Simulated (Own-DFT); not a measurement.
# How strain changes the stress of wurtzite GaN, 72 atoms (Ga36N36)

Calculated results; nothing here was measured. The program, named Own-DFT, is a retired in-house plane-wave density functional code that no person has reviewed. Each row is one single-point run on a periodic cell that was not relaxed, without spin or spin-orbit coupling.

Settings of every run: PBE; PseudoDojo norm-conserving scalar-relativistic files; cutoff 42 hartree; 4 x 4 x 3 k mesh centred on Gamma; Fermi-Dirac smearing of 0.1 eV.

Known limits: forces not confirmed at this smearing and k mesh; stress not checked against mesh or cutoff.

Unstrained cell vectors in Å: (9.567, 0.000, 0.000); (-4.783, 8.285, 0.000); (0.000, 0.000, 10.370). The unstrained cell has measured lattice constants (interpolated for alloys), not those of this functional. That, the random moves and any unrelaxed bonds set the pressure at no strain. Each run strains this cell uniformly, with the atoms carried along. Every atom was also moved at random, by a Gaussian of width 0.05 Å on each axis. Strain is the symmetric tensor, in per cent. Stress is positive in tension, and the pressure is minus a third of its trace.

```
run  e_xx (%)  e_yy (%)  e_zz (%)  s_xx (GPa)  s_yy (GPa)  s_zz (GPa)  P (GPa)  E (meV/atom)
  1      1.00      1.00      0.00       -1.51       -1.83       -8.76     4.04          16.5
  2      2.75      2.75      0.00        4.26        5.30       -2.76    -2.27           0.0
  3     -1.75     -1.75      0.00      -16.15      -18.27      -11.10    15.18          34.3
  4      0.50      0.50      0.00       -2.98       -4.18       -8.64     5.27           1.1
  5      1.50      1.50      0.00        0.30        0.30       -7.44     2.28          11.8
  6     -1.25     -1.25      0.00      -13.77      -17.10       -8.91    13.26          33.8
  7     -0.75     -0.75      0.00      -12.22      -11.52       -8.20    10.65          21.3
  8      1.75      1.75      0.00        1.94        1.08       -6.52     1.16           0.8
  9      0.25      0.25      0.00           ?           ?           ?        ?             ?
```

E is the free energy for each atom above the lowest run shown.

## Worked fit

The change of volume is close to e_xx + e_yy + e_zz. A straight line through the runs shown gives P = 8.06 - 194 x (fractional change of volume) GPa, with an error of 6 on the slope and a scatter of 0.48 GPa. The strain isn't the same on all axes and the cell isn't cubic, so the slope belongs to this path and is not the bulk modulus.

## Withheld run

Question: what pressure should run 9 give? Its volume changes by 0.50 %.

The line gives 7.1 GPa. The calculation gave 6.43 GPa.
